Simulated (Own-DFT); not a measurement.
# Strain and stress in wurtzite AlGaN with randomly placed atoms, 72 atoms (Al27Ga9N36)

All numbers below are calculated, not measured. The program, named Own-DFT, is a retired in-house plane-wave density functional code that no person has reviewed. Each row is one single-point run on a periodic cell that was not relaxed, without spin or spin-orbit coupling.

Settings of every run: PBE; PseudoDojo norm-conserving scalar-relativistic files (stringent for Ga); cutoff 96 hartree; 4 x 4 x 3 k mesh centred on Gamma; Gaussian smearing of 0.01 eV.

Known limits: forces on such cells passed a denser k mesh, each cell not checked; stress not checked against mesh or cutoff.

Unstrained cell vectors in Å: (9.394, 0.000, 0.000); (-4.697, 8.135, 0.000); (0.000, 0.000, 10.066). The unstrained cell has measured lattice constants (interpolated for alloys), not those of this functional. That, the random moves and any unrelaxed bonds set the pressure at no strain. Each run strains this cell uniformly, with the atoms carried along. Every atom was also moved at random, by a Gaussian of width 0.05 Å on each axis. The random placing of the alloy's atoms differs from row to row. Strain is the symmetric tensor, in per cent. Stress is positive in tension, and the pressure is minus a third of its trace.

```
run  e_xx (%)  e_yy (%)  e_zz (%)  s_xx (GPa)  s_yy (GPa)  s_zz (GPa)  P (GPa)  E (meV/atom)
  1      0.00      0.00     -1.75       -9.40       -7.21      -12.69     9.77          10.3
  2      0.00      0.00      2.50       -5.78       -4.46        4.40     1.95           2.1
  3      0.00      0.00      0.50       -7.65       -5.49       -3.28     5.47           1.7
  4      0.00      0.00     -0.25       -7.30       -7.45       -7.29     7.34          17.8
  5      0.00      0.00     -2.00       -7.60       -9.06      -17.04    11.23          30.6
  6      0.00      0.00     -1.50       -5.88       -8.14      -16.70    10.24          33.8
  7      0.00      0.00      1.75       -4.81       -4.93        0.81     2.98           0.0
  8      0.00      0.00      1.50       -5.99       -4.59       -1.31     3.96          18.3
  9      0.00      0.00      2.25           ?           ?           ?        ?             ?
```

E is the free energy for each atom above the lowest run shown.

## Worked fit

The change of volume is close to e_xx + e_yy + e_zz. A straight line through the runs shown gives P = 6.81 - 203 x (fractional change of volume) GPa, with an error of 8 on the slope and a scatter of 0.39 GPa. The strain isn't the same on all axes and the cell isn't cubic, so the slope belongs to this path and is not the bulk modulus.

## Withheld run

Question: what pressure should run 9 give? Its volume changes by 2.25 %.

The line gives 2.2 GPa. The calculation gave 2.39 GPa.
